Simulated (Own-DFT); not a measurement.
# One host, several defects: zincblende InP

Calculated, not measured: single-point runs of Own-DFT, a retired in-house plane-wave DFT program that no person has reviewed, on unrelaxed cells, without spin or spin-orbit coupling.

Common settings: PBE; PseudoDojo norm-conserving scalar-relativistic files; cutoff 36 hartree; 3 x 3 x 3 k mesh centred on Gamma; Fermi-Dirac smearing of 0.1 eV.

Caveats (not all hold for every row): not probed for a lower state with spin; forces on such cells moved up to 12 meV/angstrom on a denser k mesh; stress not checked against mesh or cutoff.

All runs share one cell, with vectors in Å (11.737, 0.000, 0.000); (0.000, 11.737, 0.000); (0.000, 0.000, 11.737) and a volume of 1617.0 Å³. Atoms were moved at random from their sites; u is the rms move along one axis. The defect's site can differ from row to row.

```
cell,formula,u (Å),P (GPa)
no defect,In32P32,0.0180,3.18
no defect,In32P32,0.0491,3.50
no defect,In32P32,0.0494,3.53
two P vacancies,In32P30,0.0269,2.89
two P vacancies,In32P30,0.0297,2.94
two P vacancies,In32P30,0.0305,?
two P vacancies,In32P30,0.0312,3.02
one In on a P site and one P on an In site,In32P32,0.0318,3.68
one In on a P site and one P on an In site,In32P32,0.0460,3.87
one In on a P site and one P on an In site,In32P32,0.0478,3.77
```

## Analysis

P = P0 + c u² + a shift for each defect gives P0 = 3.14 GPa, c = 152 ± 27 GPa/Å² and a scatter of 0.05 GPa. The shifts, and each times the cell's volume:

- one In on a P site and one P on an In site: 0.36 ± 0.04 GPa, 3.6 eV
- two P vacancies: -0.32 ± 0.05 GPa, -3.2 eV (-1.6 eV for each of its 2 sites)

A positive shift means that the defect pushes the cell outwards. Shift times volume (160.2 GPa Å³ is 1 eV) depends little on the cell's size, so, taken for each site, it can be compared between cells at like pressure. The atoms around the defects weren't relaxed, which would change these numbers.

## Prediction

Asked: what pressure belongs in the blank (two P vacancies, u = 0.0305 Å)?

From the fit: 2.96 ± 0.06 GPa. The calculation gave 3.05 GPa.
